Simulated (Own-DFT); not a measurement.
# Which defects push the lattice out? zincblende GaP

Source: density functional calculations with Own-DFT, an unreviewed in-house program that is no longer used. Nothing was measured or relaxed, and spin and spin-orbit coupling are left out.

All runs used: PBE; PseudoDojo norm-conserving scalar-relativistic files; cutoff 42 hartree; 3 x 3 x 3 k mesh centred on Gamma; Fermi-Dirac smearing of 0.1 eV.

Limits (not all hold for every row): not probed for a lower state with spin; forces on such cells failed a check on a denser k mesh; forces on such cells passed a denser k mesh, each cell not checked; stress not checked against mesh or cutoff.

All runs share one cell, with vectors in Å (10.901, 0.000, 0.000); (0.000, 10.901, 0.000); (0.000, 0.000, 10.901) and a volume of 1295.4 Å³. Atoms were moved at random from their sites; u is the rms move along one axis. The defect's site can differ from row to row.

| cell | formula | u (Å) | P (GPa) |
|---|---|---|---|
| no defect | Ga32P32 | 0.0190 | 2.69 |
| no defect | Ga32P32 | 0.0202 | 2.71 |
| no defect | Ga32P32 | 0.0453 | 3.18 |
| one As on a P site | AsGa32P31 | 0.0284 | 3.15 |
| one As on a P site | AsGa32P31 | 0.0295 | ? |
| one As on a P site | AsGa32P31 | 0.0482 | 3.52 |
| one As on a P site | AsGa32P31 | 0.0505 | 3.66 |
| two P on a Ga site each | Ga30P34 | 0.0490 | 3.21 |
| two P on a Ga site each | Ga30P34 | 0.0517 | 3.27 |
| two P on a Ga site each | Ga30P34 | 0.0519 | 3.40 |
| two P vacancies | Ga32P30 | 0.0284 | 2.34 |
| two P vacancies | Ga32P30 | 0.0313 | 2.26 |
| two P vacancies | Ga32P30 | 0.0516 | 2.52 |
| one In on a Ga site | Ga31InP32 | 0.0283 | 3.64 |
| one In on a Ga site | Ga31InP32 | 0.0495 | 4.07 |
| one In on a Ga site | Ga31InP32 | 0.0516 | 4.14 |

## What the rows give

P = P0 + c u² + a shift for each defect gives P0 = 2.64 GPa, c = 236 ± 28 GPa/Å² and a scatter of 0.08 GPa. The shifts, and each times the cell's volume:

- one In on a Ga site: 0.85 ± 0.07 GPa, 6.8 eV
- one As on a P site: 0.36 ± 0.07 GPa, 2.9 eV
- two P on a Ga site each: 0.04 ± 0.08 GPa, 0.3 eV (0.2 eV for each of its 2 sites) (not resolved)
- two P vacancies: -0.62 ± 0.07 GPa, -5.0 eV (-2.5 eV for each of its 2 sites)

Against the defect-free cell, a freed cell would be larger where the shift is positive and smaller where it is negative (160.2 GPa Å³ is 1 eV). The atoms around the defects weren't relaxed, which would change these numbers.

## Check

The question: what pressure belongs in the blank (one As on a P site, u = 0.0295 Å)?

From the fit: 3.20 ± 0.10 GPa. The hidden result is 3.20 GPa.
